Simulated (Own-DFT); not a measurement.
# Two functionals across a range of volumes: beta-Si3N4, 112 atoms (N64Si48)

Source: density functional calculations with Own-DFT, an unreviewed in-house program that is no longer used. Nothing was measured or relaxed, and spin and spin-orbit coupling are left out.

Keep in mind: forces on such cells moved up to 12 meV/angstrom on a denser k mesh; stress not checked against mesh or cutoff.

Each geometry was run with PBE and with PBEsol, otherwise alike: PseudoDojo norm-conserving scalar-relativistic files made for PBE; cutoff 42 hartree; 2 x 2 x 4 k mesh centred on Gamma; Fermi-Dirac smearing of 0.1 eV. Unstrained cell vectors in Å: (15.212, 0.000, 0.000); (-7.606, 13.174, 0.000); (0.000, 0.000, 5.818). Each has a uniform strain, of which the change of volume is shown, and random moves of rms u per axis.

| run | volume change (%) | u (Å) | P with PBE (GPa) | P with PBEsol (GPa) |
|---|---|---|---|---|
| 1 | -3.80 | 0.0472 | 19.27 | 16.79 |
| 2 | -0.94 | 0.0510 | 11.55 | 9.13 |
| 3 | -0.82 | 0.0518 | 10.02 | 7.59 |
| 4 | -3.76 | 0.0484 | 18.27 | 15.78 |
| 5 | -2.24 | 0.0537 | 15.61 | 13.15 |
| 6 | 0.91 | 0.0529 | 5.79 | 3.39 |
| 7 | -0.45 | 0.0521 | 9.71 | 7.29 |
| 8 | 0.67 | 0.0502 | 7.02 | 4.63 |
| 9 | 0.48 | 0.0503 | 7.31 | 4.91 |
| 10 | 0.09 | 0.0482 | 7.51 | 5.10 |
| 11 | 0.51 | 0.0495 | 6.19 | ? |

The question: by how much does PBEsol shrink this cell, and what belongs in the blank?

## Worked answer

Write v for the change of volume as a fraction. Fitted to v and u², the PBE pressure has a slope of -285 ± 12 GPa in v, with the ions held to the strained lattice. The difference PBEsol less PBE is -2.41 + 2.0 v GPa (slope ± 0.1) and averages -2.43 GPa. Divided by the mean slope of the two, 284 GPa, that makes PBEsol's volume at a given pressure, near 10 GPa, about 0.9 % smaller, or 0.29 % in lengths. At one volume PBEsol's slope is the smaller by 2 GPa, but its pressure there is lower too. If stiffness rises by about 4 GPa for each GPa, PBEsol at equal pressure is stiffer by about 8 GPa. Files made for PBEsol would give a different shift.

For run 11 the line gives 3.79 GPa. DFT gave 3.78 GPa.
